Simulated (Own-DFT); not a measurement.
Simulation results for GaP (zincblende, atoms displaced)

All values are calculated (Own-DFT development build). A calculation, not a measurement: plane-wave PBE density functional theory by an unreviewed code, no spin, of a simulated periodic cell, stress positive in tension, free energy of the whole cell less one offset for each atom, forces on such cells passed a denser k mesh, this cell's mesh not checked; offsets are fitted by least squares, one for each functional and potential file, so energies compare only between cells with the same atoms and settings and are not formation energies; the far tail of each file's local potential was reset to the Coulomb form; each entry is a single point on an unrelaxed cell, so the pressure reflects the starting lattice, mostly measured values (interpolated for alloys), from which strain is counted, and rises with the displacements; printed positions are rounded, which can move forces by about a meV/angstrom; the program, named Own-DFT, is a retired in-house code; no spin-orbit coupling.

```cif
# cell vector a (Å): 10.9010 0.0000 0.0000
# cell vector b (Å): 0.0000 10.9010 0.0000
# cell vector c (Å): 0.0000 0.0000 10.9010
data_GaP
_symmetry_space_group_name_H-M 'P 1'
_symmetry_Int_Tables_number 1
_cell_length_a 10.9010
_cell_length_b 10.9010
_cell_length_c 10.9010
_cell_angle_alpha 90.000
_cell_angle_beta 90.000
_cell_angle_gamma 90.000
_cell_volume 1295.39
loop_
_atom_site_label
_atom_site_type_symbol
_atom_site_fract_x
_atom_site_fract_y
_atom_site_fract_z
_atom_site_occupancy
Ga1 Ga 0.00249 0.00415 0.00709 1
Ga2 Ga 0.99849 0.24581 0.24831 1
Ga3 Ga 0.25231 0.00064 0.24849 1
Ga4 Ga 0.25581 0.25118 0.99664 1
P1 P 0.11992 0.12674 0.12413 1
P2 P 0.12289 0.38264 0.36611 1
P3 P 0.37306 0.12777 0.37191 1
P4 P 0.36879 0.37004 0.13261 1
Ga5 Ga 0.00229 0.99605 0.49949 1
Ga6 Ga 0.00028 0.25623 0.75497 1
Ga7 Ga 0.24985 0.99703 0.75579 1
Ga8 Ga 0.24979 0.25353 0.50255 1
P5 P 0.11738 0.12463 0.62250 1
P6 P 0.12759 0.37195 0.87597 1
P7 P 0.37130 0.12600 0.87763 1
P8 P 0.37481 0.37792 0.62277 1
Ga9 Ga 0.99729 0.50305 0.99897 1
Ga10 Ga 0.00182 0.74270 0.25766 1
Ga11 Ga 0.24865 0.49456 0.25042 1
Ga12 Ga 0.24058 0.74726 0.99586 1
P9 P 0.12777 0.62971 0.12111 1
P10 P 0.12825 0.87276 0.37675 1
P11 P 0.38312 0.63021 0.37595 1
P12 P 0.37553 0.87387 0.12568 1
Ga13 Ga 0.00189 0.50372 0.50285 1
Ga14 Ga 0.00105 0.74800 0.76100 1
Ga15 Ga 0.25277 0.49467 0.74315 1
Ga16 Ga 0.24609 0.74813 0.50982 1
P13 P 0.12730 0.62210 0.62568 1
P14 P 0.12739 0.87196 0.88084 1
P15 P 0.37163 0.62234 0.87750 1
P16 P 0.37095 0.86688 0.62750 1
Ga17 Ga 0.50224 0.00273 0.00910 1
Ga18 Ga 0.50472 0.24943 0.25188 1
Ga19 Ga 0.75145 0.99719 0.24638 1
Ga20 Ga 0.75035 0.24595 0.00351 1
P17 P 0.62633 0.12755 0.11768 1
P18 P 0.62096 0.36875 0.37360 1
P19 P 0.88049 0.12039 0.37919 1
P20 P 0.87723 0.37175 0.12211 1
Ga21 Ga 0.49463 0.00307 0.49891 1
Ga22 Ga 0.49994 0.25253 0.74535 1
Ga23 Ga 0.75123 0.99667 0.74987 1
Ga24 Ga 0.75610 0.24882 0.49528 1
P21 P 0.63094 0.12919 0.62831 1
P22 P 0.62336 0.36957 0.86931 1
P23 P 0.86968 0.12806 0.87272 1
P24 P 0.87610 0.36781 0.62346 1
Ga25 Ga 0.50138 0.49888 0.99674 1
Ga26 Ga 0.49529 0.75358 0.25067 1
Ga27 Ga 0.75692 0.49369 0.23627 1
Ga28 Ga 0.75243 0.75097 0.99657 1
P25 P 0.62860 0.62623 0.11645 1
P26 P 0.62372 0.87321 0.37936 1
P27 P 0.87492 0.62279 0.37524 1
P28 P 0.87098 0.87852 0.12328 1
Ga29 Ga 0.50111 0.50001 0.49820 1
Ga30 Ga 0.49705 0.75428 0.74543 1
Ga31 Ga 0.74744 0.50289 0.75489 1
Ga32 Ga 0.75734 0.74753 0.49356 1
P29 P 0.62234 0.62922 0.62294 1
P30 P 0.61863 0.87358 0.87169 1
P31 P 0.87917 0.63023 0.87741 1
P32 P 0.87542 0.87642 0.63173 1
_calc_functional 'PBE'
_calc_potential_files 'PseudoDojo norm-conserving, scalar-relativistic, standard set'
_calc_wave_cutoff 42  # hartree
_calc_occupations 'Fermi-Dirac'
_calc_smearing_width 0.1  # eV
_calc_hardware 'one NVIDIA H100'
_calc_k_mesh '3 x 3 x 3 centred on Gamma'
_calc_free_energy_of_cell_above_offsets '-33.828'  # eV
_calc_pressure 3.18  # GPa
_calc_stress_xx -3.22  # GPa
_calc_stress_yy -3.22  # GPa
_calc_stress_zz -3.1  # GPa
_calc_stress_yz -0.33  # GPa
_calc_stress_xz 0.12  # GPa
_calc_stress_xy -0.19  # GPa
_calc_wall_time 543.8  # s
```

Force:
```csv
element,x (eV/Å),y (eV/Å),z (eV/Å)
Ga,-0.817,-0.397,-1.02
Ga,0.049,0.328,0.495
Ga,-0.423,-0.019,-0.021
Ga,-0.777,-0.079,0.692
P,1.352,0.171,0.182
P,-0.532,-1.066,1.313
P,0.007,-0.039,0.345
P,1.192,0.289,-0.854
Ga,-0.066,-0.335,0.304
Ga,-0.15,-0.838,-0.344
Ga,-0.269,0.258,-0.67
Ga,-0.583,-0.17,-0.537
P,0.952,0.179,0.719
P,-0.068,0.843,0.021
P,1.016,-0.366,-0.465
P,0.446,-0.462,-0.33
Ga,0.731,-0.284,0.095
Ga,-0.015,0.839,-0.825
Ga,0.61,1.604,-0.216
Ga,1.644,0.083,0.373
P,-0.659,-1.066,0.981
P,-0.005,-0.03,-0.078
P,-1.436,-0.77,0.13
P,-0.524,0.032,-0.484
Ga,-0.322,-0.677,-0.184
Ga,0.501,0.505,-1.237
Ga,-0.328,0.47,1.051
Ga,0.405,-0.123,-1.199
P,-0.634,0.15,0.723
P,-0.849,1.071,-0.427
P,0.143,0.168,-0.651
P,-0.013,1.648,-0.238
Ga,-0.549,-0.528,-1.149
Ga,-0.611,-0.476,-0.623
Ga,-0.555,0.447,0.703
Ga,0.071,0.709,-0.996
P,0.002,-0.187,1.619
P,1.282,0.978,0.12
P,-0.55,0.049,-0.884
P,0.397,-0.356,-0.407
Ga,0.384,-0.12,0.547
Ga,-0.339,-0.561,0.109
Ga,-0.602,0.35,0.376
Ga,-0.547,-0.146,0.131
P,-0.595,-0.555,-0.691
P,0.29,0.491,0.964
P,0.857,-0.512,0.365
P,-0.06,1.443,0.245
Ga,-0.297,-0.429,0.314
Ga,1.104,-0.204,-0.291
Ga,-1.173,0.679,1.145
Ga,-0.438,0.535,-0.041
P,-0.364,-0.129,0.837
P,0.165,0.441,-0.526
P,-0.038,-0.791,-0.393
P,0.887,-0.873,0.197
Ga,0.228,0.136,-0.034
Ga,0.063,-0.983,0.725
Ga,0.233,-0.076,-0.743
Ga,-0.65,0.527,0.968
P,0.634,-0.38,0.066
P,0.502,0.402,0.497
P,-0.823,-0.991,-0.063
P,0.517,-0.807,-0.733
```
